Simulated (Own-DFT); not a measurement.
Hf₃₂O₆₃ (monoclinic hafnia with one neutral oxygen vacancy, atoms displaced) (calculated)

A calculation, not a measurement: plane-wave PBE and HSE06 DFT by an unreviewed code, no spin, of a simulated cell at Gamma alone, so results move with cell size and shape, stress positive in tension, energies less offsets, not probed for a lower state with spin; hafnium file: forces about 75 meV/angstrom off all-electron values; oxygen file: force components 24 meV/angstrom off all-electron in a glass; k mesh not checked against a denser one; forces and stress are PBE's, HSE06 gives the energy alone, and its difference from PBE has offsets of its own; offsets are fitted by least squares, one for each functional and potential file, so energies compare only between cells with the same atoms and settings and are not formation energies; the far tail of each file's local potential was reset to the Coulomb form; each entry is a single point on an unrelaxed cell, so the pressure reflects the starting lattice, mostly measured values, from which strain is counted, and rises with the displacements; printed positions are rounded, which can move forces by about a meV/angstrom; the program is a retired in-house code; no spin-orbit coupling. Program: Own-DFT development build.

Common to all runs: first functional PBE; second functional HSE06; exact exchange share 0.25; screening 0.11 1/bohr; exchange divergence Gygi-Baldereschi; potential files PseudoDojo norm-conserving, scalar-relativistic, made for PBE, standard set; wave cutoff 48 hartree; occupations fixed; k mesh 1 x 1 x 1 centred on Gamma.

```json
{"entry": 1, "formula": "Hf32O63", "kind": "monoclinic hafnia with one neutral oxygen vacancy, atoms displaced", "structure": {"cell_angstrom": [[10.234, 0.0, 0.0], [0.0, 10.35, 0.0], [-1.6955, 0.0, 10.4453]], "atoms_fractional": [["Hf", 0.13576, 0.01924, 0.10176], ["Hf", 0.35996, 0.27217, 0.14657], ["Hf", 0.36216, 0.48618, 0.39568], ["Hf", 0.13913, 0.22821, 0.35537], ["O", 0.03741, 0.16854, 0.17654], ["O", 0.4648, 0.4137, 0.07876], ["O", 0.46301, 0.33487, 0.3336], ["O", 0.04109, 0.08062, 0.42436], ["O", 0.22492, 0.37921, 0.24233], ["O", 0.27212, 0.13172, 0.00881], ["O", 0.27355, 0.11769, 0.25851], ["O", 0.2202, 0.36823, 0.4911], ["Hf", 0.13987, 0.02469, 0.60401], ["Hf", 0.36149, 0.27385, 0.64414], ["Hf", 0.3604, 0.47909, 0.89537], ["Hf", 0.13869, 0.23, 0.85444], ["O", 0.03889, 0.16628, 0.67312], ["O", 0.46644, 0.41498, 0.57883], ["O", 0.46168, 0.33513, 0.82699], ["O", 0.03892, 0.07935, 0.92453], ["O", 0.22864, 0.37989, 0.74169], ["O", 0.2799, 0.12354, 0.50951], ["O", 0.27117, 0.11671, 0.75595], ["O", 0.22811, 0.36906, 0.99103], ["Hf", 0.13624, 0.52496, 0.09885], ["Hf", 0.36229, 0.76734, 0.14322], ["Hf", 0.36309, 0.98144, 0.39486], ["Hf", 0.13799, 0.73223, 0.35459], ["O", 0.03469, 0.66474, 0.17549], ["O", 0.46534, 0.92022, 0.07872], ["O", 0.46168, 0.84081, 0.3264], ["O", 0.0361, 0.59074, 0.42426], ["O", 0.2224, 0.87298, 0.24325], ["O", 0.27252, 0.62697, 0.01322], ["O", 0.27708, 0.62106, 0.26228], ["O", 0.22578, 0.86881, 0.49466], ["Hf", 0.13563, 0.51815, 0.60583], ["Hf", 0.36328, 0.77385, 0.64416], ["Hf", 0.35504, 0.97955, 0.89672], ["Hf", 0.14542, 0.73171, 0.85163], ["O", 0.03887, 0.66538, 0.67248], ["O", 0.46088, 0.9199, 0.57788], ["O", 0.46407, 0.83481, 0.82726], ["O", 0.03326, 0.58796, 0.91963], ["O", 0.22039, 0.87815, 0.74071], ["O", 0.27861, 0.63411, 0.51407], ["O", 0.27615, 0.61987, 0.76019], ["O", 0.21929, 0.87455, 0.98928], ["Hf", 0.64189, 0.0227, 0.10916], ["Hf", 0.86385, 0.27111, 0.14827], ["Hf", 0.86242, 0.47634, 0.39534], ["Hf", 0.63903, 0.22799, 0.34913], ["O", 0.53581, 0.17039, 0.17443], ["O", 0.96719, 0.41836, 0.07889], ["O", 0.96306, 0.33598, 0.32627], ["O", 0.53625, 0.08254, 0.42259], ["O", 0.71963, 0.37653, 0.24202], ["O", 0.77692, 0.13159, 0.01295], ["O", 0.77944, 0.11781, 0.26026], ["O", 0.72292, 0.36755, 0.48486], ["Hf", 0.64158, 0.02033, 0.60017], ["Hf", 0.86402, 0.2683, 0.64617], ["Hf", 0.86347, 0.47641, 0.90114], ["Hf", 0.63706, 0.22883, 0.85131], ["O", 0.96198, 0.41222, 0.57244], ["O", 0.96295, 0.33259, 0.82462], ["O", 0.53177, 0.08622, 0.92638], ["O", 0.72498, 0.38229, 0.73974], ["O", 0.77506, 0.12941, 0.5099], ["O", 0.77882, 0.11676, 0.76639], ["O", 0.72353, 0.37158, 0.99073], ["Hf", 0.63942, 0.51741, 0.10329], ["Hf", 0.86281, 0.7715, 0.15266], ["Hf", 0.86368, 0.98249, 0.39878], ["Hf", 0.64339, 0.72647, 0.35242], ["O", 0.53398, 0.66403, 0.17581], ["O", 0.96336, 0.91904, 0.07766], ["O", 0.96039, 0.83415, 0.32627], ["O", 0.53689, 0.58218, 0.42683], ["O", 0.72058, 0.87936, 0.23757], ["O", 0.77502, 0.63071, 0.01056], ["O", 0.77317, 0.61892, 0.25912], ["O", 0.72366, 0.87204, 0.48976], ["Hf", 0.63909, 0.52361, 0.60312], ["Hf", 0.86134, 0.7736, 0.64863], ["Hf", 0.85956, 0.97986, 0.89466], ["Hf", 0.63556, 0.72813, 0.85209], ["O", 0.5368, 0.66337, 0.6772], ["O", 0.96664, 0.91674, 0.57824], ["O", 0.96757, 0.82964, 0.82539], ["O", 0.53913, 0.58846, 0.92345], ["O", 0.72531, 0.87343, 0.74178], ["O", 0.77207, 0.62886, 0.51076], ["O", 0.77155, 0.62646, 0.75791], ["O", 0.72113, 0.87249, 0.99101]]}, "results": {"PBE_energy_of_cell_above_offsets [eV]": "-94.239", "HSE06_less_PBE_above_offsets [eV]": "-0.120", "PBE_pressure [GPa]": 3.87, "PBE_stress_xx [GPa]": -3.38, "PBE_stress_yy [GPa]": -3.81, "PBE_stress_zz [GPa]": -4.43, "PBE_stress_yz [GPa]": 0.16, "PBE_stress_xz [GPa]": 0.25, "PBE_stress_xy [GPa]": -0.09, "force_element": ["Hf", "Hf", "Hf", "Hf", "O", "O", "O", "O", "O", "O", "O", "O", "Hf", "Hf", "Hf", "Hf", "O", "O", "O", "O", "O", "O", "O", "O", "Hf", "Hf", "Hf", "Hf", "O", "O", "O", "O", "O", "O", "O", "O", "Hf", "Hf", "Hf", "Hf", "O", "O", "O", "O", "O", "O", "O", "O", "Hf", "Hf", "Hf", "Hf", "O", "O", "O", "O", "O", "O", "O", "O", "Hf", "Hf", "Hf", "Hf", "O", "O", "O", "O", "O", "O", "O", "Hf", "Hf", "Hf", "Hf", "O", "O", "O", "O", "O", "O", "O", "O", "Hf", "Hf", "Hf", "Hf", "O", "O", "O", "O", "O", "O", "O", "O"], "force_x [eV/angstrom]": [0.077, 0.052, -0.124, 0.591, -0.431, 0.364, 0.31, -0.737, -0.229, 0.347, 0.161, 0.186, 0.384, 0.534, 0.864, 0.024, -0.944, -0.292, 0.883, -0.452, -0.718, -0.024, 0.499, -0.593, -0.128, 0.388, -0.609, 0.526, -0.146, -0.634, 1.374, -0.765, -0.086, 0.743, -0.04, -0.323, 0.378, -0.084, 1.699, -1.39, -0.56, 1.316, -0.554, -0.01, 0.346, -0.19, 0.265, 0.476, -0.831, 0.019, -0.305, -1.145, 0.026, -0.342, 0.487, 0.302, 0.633, 0.164, 0.058, 0.328, -1.284, -0.856, -0.436, -0.833, 0.484, 0.533, 0.34, 0.206, 0.441, -0.556, 0.134, -0.387, -0.067, 0.193, -1.523, -0.051, -0.216, 0.276, -0.074, 0.117, 0.377, 0.393, 0.19, -0.009, 0.64, 0.359, 0.683, -0.935, -0.194, -0.348, -1.598, -0.096, 0.765, 0.862, 0.35], "force_y [eV/angstrom]": [-0.044, -0.075, -1.161, 0.283, -0.023, 0.593, -0.368, 0.239, 0.206, -0.127, 0.293, 0.379, -1.47, -0.388, 0.123, -0.45, 0.656, -0.095, -0.699, 0.557, -0.206, 1.125, 0.701, 0.43, -0.466, 1.327, -0.544, 0.01, 0.123, -0.589, -1.487, -1.127, 0.586, 0.465, 0.268, 0.448, 0.961, -0.239, 0.218, -0.259, 0.042, 0.568, 0.291, -0.594, 0.04, -1.105, -0.118, -0.557, -0.335, -0.139, 0.607, 0.751, -0.356, -0.466, -0.483, 0.179, 0.178, -0.164, 0.451, 0.391, -0.196, 0.577, 1.372, -0.311, 0.198, -0.143, 0.454, -0.532, -0.269, 0.682, 0.037, 0.592, 0.087, -0.789, 0.616, -0.114, -0.361, 0.184, 0.718, -0.314, -0.331, -0.081, -0.009, -0.608, -0.909, -1.438, 0.73, 0.383, 0.279, 0.839, -1.488, 1.273, 0.226, -0.982, 0.274], "force_z [eV/angstrom]": [0.949, 0.616, 0.425, -0.351, -0.467, -0.302, -0.523, -0.401, -0.494, 0.062, 0.032, 0.008, 0.083, 0.036, 0.186, 0.126, -0.067, 0.052, -0.28, -0.748, -0.1, 0.37, 0.613, -0.366, 1.252, 1.212, -0.046, 0.522, -0.219, 0.038, -0.24, 0.246, -0.897, -0.629, -0.372, -0.56, -0.509, 0.541, -0.009, -0.26, -0.115, 0.331, 0.066, 0.365, -0.065, -0.44, 0.356, 0.193, -1.58, -0.447, 0.28, 1.168, -0.237, -0.212, 0.119, 0.289, -0.58, -0.141, 0.184, 0.505, 0.72, -0.183, -1.136, 0.512, 0.485, 0.478, -0.608, 0.091, 0.187, -1.265, 0.107, -0.257, -1.927, 0.047, 0.326, -0.146, 0.275, 0.566, -0.826, 0.79, 0.36, 0.195, -0.131, 0.692, -0.003, 0.931, 0.802, -0.844, -0.129, 0.382, 0.511, -0.65, -0.329, 0.44, -0.024]}}
{"entry": 2, "formula": "Hf32O63", "kind": "monoclinic hafnia with one neutral oxygen vacancy, atoms displaced", "structure": {"cell_angstrom": [[10.234, 0.0, 0.0], [0.0, 10.35, 0.0], [-1.6955, 0.0, 10.4453]], "atoms_fractional": [["Hf", 0.13059, 0.02358, 0.09981], ["Hf", 0.34858, 0.27684, 0.1448], ["Hf", 0.36212, 0.479, 0.39609], ["Hf", 0.13212, 0.22839, 0.34786], ["O", 0.03483, 0.15902, 0.16697], ["O", 0.46243, 0.41081, 0.07408], ["O", 0.47518, 0.33609, 0.322], ["O", 0.0368, 0.09109, 0.41685], ["O", 0.23216, 0.37992, 0.23865], ["O", 0.28358, 0.12396, 0.01545], ["O", 0.28178, 0.11746, 0.26332], ["Hf", 0.14767, 0.0328, 0.61251], ["Hf", 0.35667, 0.26986, 0.6411], ["Hf", 0.3628, 0.48315, 0.90119], ["Hf", 0.1463, 0.2295, 0.85655], ["O", 0.04482, 0.17242, 0.68476], ["O", 0.46292, 0.41337, 0.58641], ["O", 0.45925, 0.33697, 0.82243], ["O", 0.03382, 0.08644, 0.92735], ["O", 0.21586, 0.38179, 0.73405], ["O", 0.2754, 0.12402, 0.50406], ["O", 0.27101, 0.12655, 0.75696], ["O", 0.2269, 0.38157, 0.9857], ["Hf", 0.13515, 0.51532, 0.09623], ["Hf", 0.36118, 0.77196, 0.14607], ["Hf", 0.36763, 0.97924, 0.39336], ["Hf", 0.13562, 0.73828, 0.35411], ["O", 0.03986, 0.66185, 0.16583], ["O", 0.46753, 0.92071, 0.08044], ["O", 0.46536, 0.83547, 0.32989], ["O", 0.0281, 0.5775, 0.41777], ["O", 0.21725, 0.88137, 0.23822], ["O", 0.26953, 0.62894, 0.01146], ["O", 0.28118, 0.62137, 0.24833], ["O", 0.22421, 0.877, 0.49047], ["Hf", 0.13844, 0.52097, 0.59997], ["Hf", 0.36226, 0.77142, 0.64322], ["Hf", 0.36156, 0.98208, 0.89437], ["Hf", 0.13728, 0.72969, 0.85406], ["O", 0.0417, 0.66426, 0.6657], ["O", 0.46794, 0.91557, 0.57375], ["O", 0.46749, 0.84471, 0.83183], ["O", 0.04728, 0.58521, 0.93638], ["O", 0.22554, 0.87764, 0.73887], ["O", 0.27603, 0.629, 0.50172], ["O", 0.27449, 0.61636, 0.75677], ["O", 0.22426, 0.87304, 0.98431], ["Hf", 0.6391, 0.01625, 0.10143], ["Hf", 0.86657, 0.26993, 0.14994], ["Hf", 0.86732, 0.4814, 0.39404], ["Hf", 0.6461, 0.22956, 0.35928], ["O", 0.54142, 0.16025, 0.16987], ["O", 0.96352, 0.41914, 0.06942], ["O", 0.96949, 0.32513, 0.32425], ["O", 0.53389, 0.0867, 0.42176], ["O", 0.7163, 0.37652, 0.24241], ["O", 0.77438, 0.12058, 0.99342], ["O", 0.77622, 0.11363, 0.26895], ["O", 0.72487, 0.37452, 0.49692], ["Hf", 0.64401, 0.02554, 0.60799], ["Hf", 0.8602, 0.26827, 0.64294], ["Hf", 0.86555, 0.4795, 0.90344], ["Hf", 0.63237, 0.22538, 0.84999], ["O", 0.5316, 0.16895, 0.67212], ["O", 0.96345, 0.41955, 0.56896], ["O", 0.9585, 0.3336, 0.82899], ["O", 0.54398, 0.08056, 0.9273], ["O", 0.73174, 0.38828, 0.74474], ["O", 0.7783, 0.13229, 0.51279], ["O", 0.77522, 0.12379, 0.76199], ["O", 0.71822, 0.36972, 0.99021], ["Hf", 0.64003, 0.5225, 0.101], ["Hf", 0.86383, 0.77158, 0.14693], ["Hf", 0.86197, 0.97815, 0.39849], ["Hf", 0.63683, 0.73266, 0.35728], ["O", 0.54517, 0.6726, 0.17702], ["O", 0.96064, 0.91394, 0.07879], ["O", 0.9684, 0.83657, 0.33202], ["O", 0.54165, 0.58496, 0.422], ["O", 0.72051, 0.88413, 0.24293], ["O", 0.77032, 0.6254, 0.00011], ["O", 0.78148, 0.61671, 0.26149], ["O", 0.71774, 0.87416, 0.48132], ["Hf", 0.6417, 0.52384, 0.60524], ["Hf", 0.85603, 0.76925, 0.64571], ["Hf", 0.86144, 0.98243, 0.9009], ["Hf", 0.63569, 0.72258, 0.85908], ["O", 0.54388, 0.65164, 0.67507], ["O", 0.96271, 0.91036, 0.58155], ["O", 0.96275, 0.82569, 0.81866], ["O", 0.54534, 0.58437, 0.93007], ["O", 0.72291, 0.87691, 0.74219], ["O", 0.7733, 0.61988, 0.51032], ["O", 0.76302, 0.61988, 0.74999], ["O", 0.72185, 0.86801, 0.98992]]}, "results": {"PBE_energy_of_cell_above_offsets [eV]": "-88.991", "HSE06_less_PBE_above_offsets [eV]": "0.185", "PBE_pressure [GPa]": 5.78, "PBE_stress_xx [GPa]": -5.93, "PBE_stress_yy [GPa]": -5.37, "PBE_stress_zz [GPa]": -6.03, "PBE_stress_yz [GPa]": 0.06, "PBE_stress_xz [GPa]": 0.12, "PBE_stress_xy [GPa]": 0.03, "force_element": ["Hf", "Hf", "Hf", "Hf", "O", "O", "O", "O", "O", "O", "O", "Hf", "Hf", "Hf", "Hf", "O", "O", "O", "O", "O", "O", "O", "O", "Hf", "Hf", "Hf", "Hf", "O", "O", "O", "O", "O", "O", "O", "O", "Hf", "Hf", "Hf", "Hf", "O", "O", "O", "O", "O", "O", "O", "O", "Hf", "Hf", "Hf", "Hf", "O", "O", "O", "O", "O", "O", "O", "O", "Hf", "Hf", "Hf", "Hf", "O", "O", "O", "O", "O", "O", "O", "O", "Hf", "Hf", "Hf", "Hf", "O", "O", "O", "O", "O", "O", "O", "O", "Hf", "Hf", "Hf", "Hf", "O", "O", "O", "O", "O", "O", "O", "O"], "force_x [eV/angstrom]": [2.593, 4.438, 1.656, 3.323, -1.196, 0.616, -1.335, -1.206, -1.669, -1.007, -0.872, -1.584, 0.655, 0.914, -1.773, -1.231, -0.345, -0.061, 0.367, 0.255, -0.243, 1.434, -0.876, 1.667, 0.248, -0.636, 1.216, -1.615, -1.06, -0.16, 2.516, 0.318, 1.871, -0.356, 0.035, -0.178, 0.591, 0.68, 0.309, -1.085, 0.088, 0.468, -2.388, 0.231, -0.256, 0.728, -0.06, -0.563, -2.173, -2.517, -1.712, -0.641, -0.646, -1.649, 0.683, 1.775, 0.505, 1.169, 0.301, -1.277, 0.33, -1.027, 0.164, 0.524, 0.366, 1.707, -1.641, -0.448, 0.186, 0.273, 0.786, -0.552, -0.754, 0.232, 0.333, -0.847, 0.652, -0.518, -1.601, 1.285, 1.423, 0.095, 0.395, 0.402, 0.555, -0.35, 1.032, -4.42, 0.736, -0.031, -2.953, 0.041, 1.366, 2.349, 0.626], "force_y [eV/angstrom]": [-2.076, -1.958, -0.211, -0.954, 1.972, 0.894, 0.517, -1.371, 0.061, 1.141, 1.008, -2.531, 1.452, -0.155, 1.453, -0.402, 0.437, -0.242, 0.123, -0.82, 1.281, -0.735, -1.944, 1.762, -0.229, 0.594, -1.453, 1.549, -0.921, -0.645, 1.843, -0.582, 0.715, -0.171, -0.752, -0.356, -0.086, -0.395, -0.126, 0.674, -0.381, -1.728, 0.204, 0.739, 0.297, 0.95, -0.048, 1.176, -0.131, -0.834, 0.369, 0.911, -2.006, 1.526, 0.085, -0.122, 1.389, 1.348, -1.434, -0.938, 2.512, -0.073, 1.612, -0.852, -1.236, -0.68, 0.141, -1.401, -0.808, -0.251, -0.317, -1.155, -1.241, -0.072, -1.133, -0.121, 0.511, -0.276, -0.494, -1.279, 0.787, 1.0, 0.344, -2.893, -0.588, -1.369, 1.864, 3.757, 1.576, 0.57, -0.979, 0.829, 1.719, 0.818, -0.554], "force_z [eV/angstrom]": [0.697, 0.959, -0.434, 1.422, 0.503, 0.078, 0.352, 1.445, 0.628, -0.838, -1.111, -2.245, -0.319, -1.423, -0.004, -1.512, -1.505, 0.643, -0.764, 0.169, 1.32, 1.116, -0.036, 3.038, 0.026, 0.2, -0.555, 1.14, -0.429, -0.662, -0.363, -0.143, -0.537, 1.482, 0.099, 0.108, 0.206, 1.095, -0.808, 0.524, 0.925, -1.096, -3.386, -0.321, 0.396, 0.457, 0.269, 1.258, -1.192, 0.235, -1.616, 0.432, 2.174, -0.705, 0.783, -0.421, 2.611, -1.139, -0.763, -0.573, 1.586, -3.078, 0.606, -0.194, 1.124, 0.225, -1.621, -0.349, 0.154, -1.056, 0.431, 2.034, 0.249, 0.308, -0.72, -1.093, -0.209, -0.854, 0.074, -0.163, 1.712, -0.865, 1.625, -0.766, -0.209, -1.668, -1.907, 0.887, -0.563, 1.468, -0.601, -0.519, -0.324, 2.177, 0.208]}}
```
